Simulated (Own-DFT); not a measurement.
# How strain changes the stress of wurtzite AlN, 72 atoms (Al36N36)

Calculated results; nothing here was measured. They come from Own-DFT, an in-house plane-wave density functional program, since retired, whose code no person has reviewed. Each row is one single-point run on a periodic cell that was not relaxed, without spin or spin-orbit coupling.

Settings of every run: PBE; PseudoDojo norm-conserving scalar-relativistic files; cutoff 42 hartree; 3 x 3 x 2 k mesh centred on Gamma; Fermi-Dirac smearing of 0.1 eV.

Known limits: forces on such cells moved up to 12 meV/angstrom on a denser k mesh; stress not checked against mesh or cutoff.

Unstrained cell vectors in Å: (9.336, 0.000, 0.000); (-4.668, 8.085, 0.000); (0.000, 0.000, 9.964). The unstrained cell has measured lattice constants (interpolated for alloys), not those of this functional. That, the random moves and any unrelaxed bonds set the pressure at no strain. Each run strains this cell uniformly, with the atoms carried along. Every atom was also moved at random, by a Gaussian of width 0.05 Å on each axis. Strain is the symmetric tensor, in per cent. Stress is positive in tension, and the pressure is minus a third of its trace.

| run | e_xx (%) | e_yy (%) | e_zz (%) | e_yz (%) | e_xz (%) | e_xy (%) | s_xx (GPa) | s_yy (GPa) | s_zz (GPa) | s_yz (GPa) | s_xz (GPa) | s_xy (GPa) | P (GPa) | E (meV/atom) |
|---|---|---|---|---|---|---|---|---|---|---|---|---|---|---|
| 1 | 1.98 | 0.41 | 2.00 | 1.89 | -0.60 | 1.86 | 3.54 | -0.56 | 4.45 | 5.05 | -2.18 | 6.06 | -2.48 | 34.6 |
| 2 | -0.78 | 1.45 | -0.92 | 1.94 | 1.79 | -0.97 | -8.37 | -1.13 | -10.29 | 3.66 | 5.24 | -1.89 | 6.60 | 42.6 |
| 3 | -0.11 | 1.87 | -1.15 | 1.21 | 1.28 | 1.02 | -6.67 | 1.89 | -10.19 | 4.11 | 3.02 | 3.81 | 4.99 | 35.6 |
| 4 | -1.82 | 1.66 | -1.12 | 1.17 | -1.85 | 0.08 | -12.56 | 0.33 | -13.61 | 2.74 | -4.63 | -0.24 | 8.61 | 38.2 |
| 5 | -0.26 | -1.02 | 0.30 | 1.98 | -0.72 | 0.92 | -7.86 | -10.85 | -4.42 | 4.74 | -2.17 | 2.62 | 7.71 | 30.0 |
| 6 | -0.89 | 1.63 | -1.76 | 1.66 | 1.87 | 1.75 | -9.98 | 0.16 | -13.99 | 4.20 | 4.96 | 4.06 | 7.94 | 41.3 |
| 7 | -0.75 | 1.80 | -1.93 | 0.46 | 1.00 | -0.95 | -7.35 | -1.96 | -12.76 | 1.99 | 3.58 | -3.17 | 7.36 | 27.3 |
| 8 | 0.09 | -0.25 | 1.84 | 1.34 | -0.74 | -1.75 | -4.25 | -5.84 | 2.55 | 2.24 | -1.36 | -6.09 | 2.51 | 23.2 |
| 9 | 0.78 | 0.17 | 1.91 | -1.04 | -0.76 | -1.53 | -0.57 | -2.04 | 3.13 | -2.48 | -1.84 | -4.74 | -0.17 | 11.2 |
| 10 | -0.57 | -0.14 | 1.02 | 1.18 | 0.38 | -0.08 | -8.02 | -7.73 | -1.09 | 2.55 | 0.20 | -0.40 | 5.61 | 35.4 |
| 11 | -1.68 | 0.51 | 0.86 | 0.95 | -0.07 | 0.28 | -13.28 | -3.80 | -2.82 | 1.12 | -0.07 | 1.19 | 6.63 | 28.7 |
| 12 | 1.35 | 1.10 | -0.49 | 0.86 | 1.15 | -0.54 | 0.21 | 0.00 | -4.90 | 1.30 | 2.55 | -1.65 | 1.56 | 18.3 |
| 13 | -2.00 | -0.81 | 0.01 | 0.42 | 1.55 | 0.96 | -17.33 | -12.42 | -7.48 | 0.76 | 4.82 | 3.96 | 12.41 | 44.7 |
| 14 | 0.26 | 1.54 | -1.23 | -1.04 | -1.75 | 1.44 | -3.82 | 1.34 | -9.50 | -2.29 | -4.70 | 6.09 | 3.99 | 11.4 |
| 15 | -0.54 | -0.10 | 1.95 | 1.23 | -1.71 | 1.89 | -7.57 | -5.57 | 1.96 | 2.84 | -4.83 | 6.26 | 3.73 | 38.6 |
| 16 | 1.73 | 1.72 | 1.56 | 0.44 | 1.87 | -1.81 | 5.79 | 4.32 | 4.37 | 0.50 | 3.64 | -4.66 | -4.83 | 0.0 |
| 17 | -1.63 | -1.29 | -1.97 | -0.54 | 0.99 | -1.04 | -17.02 | -16.19 | -17.46 | -1.32 | 2.76 | -5.11 | 16.89 | 53.3 |
| 18 | -0.47 | 0.01 | 1.96 | 0.06 | 1.51 | 0.36 | ? | ? | ? | ? | ? | ? | ? | ? |

E is the free energy for each atom above the lowest run shown.

## Worked fit

Each stress component was fitted by least squares to a constant and the strains of the runs shown, as fractions, with shears doubled. Shear strains stay in the fit of a normal stress only where such slopes are resolved. The slopes, in GPa:

| stress | at no strain | per e_xx | per e_yy | per e_zz | scatter |
|---|---|---|---|---|---|
| s_xx | -6.4 | 449 ± 23 | 139 ± 25 | 79 ± 20 | 0.88 |
| s_yy | -6.4 | 83 ± 25 | 499 ± 26 | 99 ± 21 | 0.92 |
| s_zz | -5.5 | 121 ± 24 | 38 ± 26 | 433 ± 21 | 0.91 |

Each shear stress against twice its own strain: yz 114 ± 9, xz 128 ± 6, xy 167 ± 10 GPa. These are stiffnesses along x, y and z of the frame in which the cell vectors are given, which need not be the crystal's axes. The atoms are held to the strained lattice; where symmetry lets them move under strain, relaxing them would lower some slopes. The table should be nearly symmetric about its diagonal, and what it lacks of that shows the noise. A ninth of its sum, 215 ± 4 GPa, estimates the bulk modulus near the mean pressure of these runs, 5.2 GPa, so it lies above the value at zero pressure.

## Withheld run

Question: what normal stresses and pressure should run 18 give?

The fit gives s_xx = -6.9, s_yy = -4.8, s_zz = 2.4 and P = 3.1 GPa. The calculation gave -6.36, -6.30, 3.40 and P = 3.09 GPa.
